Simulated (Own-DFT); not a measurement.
SiC (twinned 3C silicon carbide, atoms displaced) (calculated)

All values are calculated (Own-DFT development build). A calculation, not a measurement: plane-wave PBE density functional theory by an unreviewed code, no spin, of a simulated periodic cell, stress positive in tension, free energy of the whole cell less one offset for each atom, forces on such cells passed a denser k mesh, this cell's mesh not checked; offsets are fitted by least squares, one for each functional and potential file, so energies compare only between cells with the same atoms and settings and are not formation energies; the far tail of each file's local potential was reset to the Coulomb form; each entry is a single point on an unrelaxed cell, so the pressure reflects the starting lattice, mostly measured values (interpolated for alloys), from which strain is counted, and rises with the displacements; printed positions are rounded, which can move forces by about a meV/angstrom; the program, named Own-DFT, is a retired in-house code; no spin-orbit coupling.

## SiC (twinned 3C silicon carbide, atoms displaced)

```
cell vectors (Å)
   4.3596    -4.3596     0.0000
   0.0000     4.3596    -4.3596
   8.7192     8.7192     8.7192
atoms (fractions of the cell vectors)
Si  0.97698  0.97469  0.43920
C   0.99959  0.97594  0.06723
Si  0.15801  0.33265  0.10428
C   0.18184  0.34154  0.23138
Si  0.34619  0.18350  0.27131
C   0.33799  0.18132  0.39631
Si  0.01311  0.50237  0.44335
C   0.98715  0.48469  0.05776
Si  0.17947  0.83865  0.10751
C   0.16932  0.84297  0.23205
Si  0.34022  0.67799  0.27016
C   0.32167  0.64991  0.39532
Si  0.51664  0.02181  0.44053
C   0.50328  0.00768  0.05795
Si  0.67398  0.32891  0.10552
C   0.66346  0.33495  0.22239
Si  0.85986  0.19280  0.27638
C   0.81778  0.18050  0.39720
Si  0.49133  0.47539  0.43122
C   0.48907  0.51083  0.06742
Si  0.66700  0.83885  0.09832
C   0.66038  0.82898  0.22674
Si  0.84263  0.66882  0.27026
C   0.83826  0.67750  0.40198
Si  0.99936  0.00195  0.93729
C   0.98442  0.99170  0.56445
Si  0.84285  0.66791  0.60663
C   0.86227  0.68570  0.73035
Si  0.66826  0.83610  0.76244
C   0.67752  0.84354  0.89599
Si  0.98767  0.48742  0.93761
C   0.98456  0.48876  0.55741
Si  0.84523  0.17603  0.60956
C   0.84216  0.16883  0.73333
Si  0.68083  0.33710  0.77411
C   0.65020  0.32053  0.89379
Si  0.47938  0.00773  0.94035
C   0.50443  0.01457  0.56528
Si  0.33775  0.66172  0.60164
C   0.34391  0.68126  0.72524
Si  0.16991  0.83771  0.76728
C   0.18165  0.84492  0.89240
Si  0.49511  0.49312  0.93480
C   0.49649  0.50810  0.56630
Si  0.34457  0.16995  0.60282
C   0.33418  0.17206  0.72335
Si  0.16054  0.31934  0.77001
C   0.16714  0.33192  0.89995
```

It was run with functional PBE, potential files PseudoDojo norm-conserving, scalar-relativistic, standard set, wave cutoff 42 hartree, occupations Fermi-Dirac, smearing width 0.1 eV and k mesh 5 x 5 x 2 centred on Gamma.

It finds free energy of cell above offsets -2.205 eV; pressure 6.51 GPa; stress xx -6.78 GPa; stress yy -7.17 GPa; stress zz -5.58 GPa; stress yz -0.92 GPa; stress xz 1.28 GPa; stress xy -0.6 GPa.

Force:
| element | x (eV/Å) | y (eV/Å) | z (eV/Å) |
| --- | --- | --- | --- |
| Si | 2.686 | 2.929 | -3.856 |
| C | -0.652 | 0.985 | -2.997 |
| Si | 0.479 | -1.118 | 0.88 |
| C | -1.247 | 0.884 | -0.776 |
| Si | -0.506 | -0.624 | 0.995 |
| C | -3.15 | -2.954 | 4.005 |
| Si | -2.862 | -0.48 | -1.747 |
| C | 2.2 | 1.234 | -0.097 |
| Si | -1.028 | -0.601 | 0.775 |
| C | 0.484 | -0.896 | -0.226 |
| Si | 0.342 | 0.203 | 0.623 |
| C | 1.992 | 0.058 | -1.735 |
| Si | -2.827 | 0.569 | 2.362 |
| C | 0.944 | 1.28 | 1.465 |
| Si | -2.328 | 1.139 | -1.923 |
| C | 3.488 | 0.765 | 1.461 |
| Si | -3.285 | -0.857 | 0.909 |
| C | 2.373 | -2.809 | -0.185 |
| Si | 4.073 | 5.101 | -3.247 |
| C | -0.708 | -3.043 | 0.441 |
| Si | 1.069 | 0.605 | 1.406 |
| C | 2.038 | 0.353 | -1.185 |
| Si | -1.185 | 1.439 | -0.232 |
| C | -3.166 | -3.861 | 1.994 |
| Si | 0.503 | -0.598 | 1.109 |
| C | 1.419 | -0.859 | -0.93 |
| Si | -1.481 | 0.309 | -0.025 |
| C | -3.554 | 0.396 | 1.886 |
| Si | 2.203 | 1.029 | 2.117 |
| C | -2.1 | 0.181 | 0.458 |
| Si | 0.138 | -0.384 | -1.841 |
| C | 3.873 | 1.722 | 1.244 |
| Si | -1.781 | -0.436 | 0.095 |
| C | -1.39 | 0.182 | -1.06 |
| Si | -2.02 | 0.321 | -1.144 |
| C | 1.682 | 0.446 | -0.957 |
| Si | 1.243 | -4.05 | -0.034 |
| C | 0.266 | -2.089 | 0.895 |
| Si | -0.748 | 2.331 | -1.17 |
| C | -1.025 | -0.179 | 1.826 |
| Si | 3.172 | -0.332 | -0.708 |
| C | -2.854 | 0.99 | 1.899 |
| Si | 1.639 | 1.988 | -1.034 |
| C | 0.127 | -3.448 | 0.289 |
| Si | -1.535 | 1.97 | -0.641 |
| C | 1.967 | 0.26 | 1.061 |
| Si | 2.561 | 0.513 | -1.453 |
| C | -1.531 | -0.564 | -0.997 |
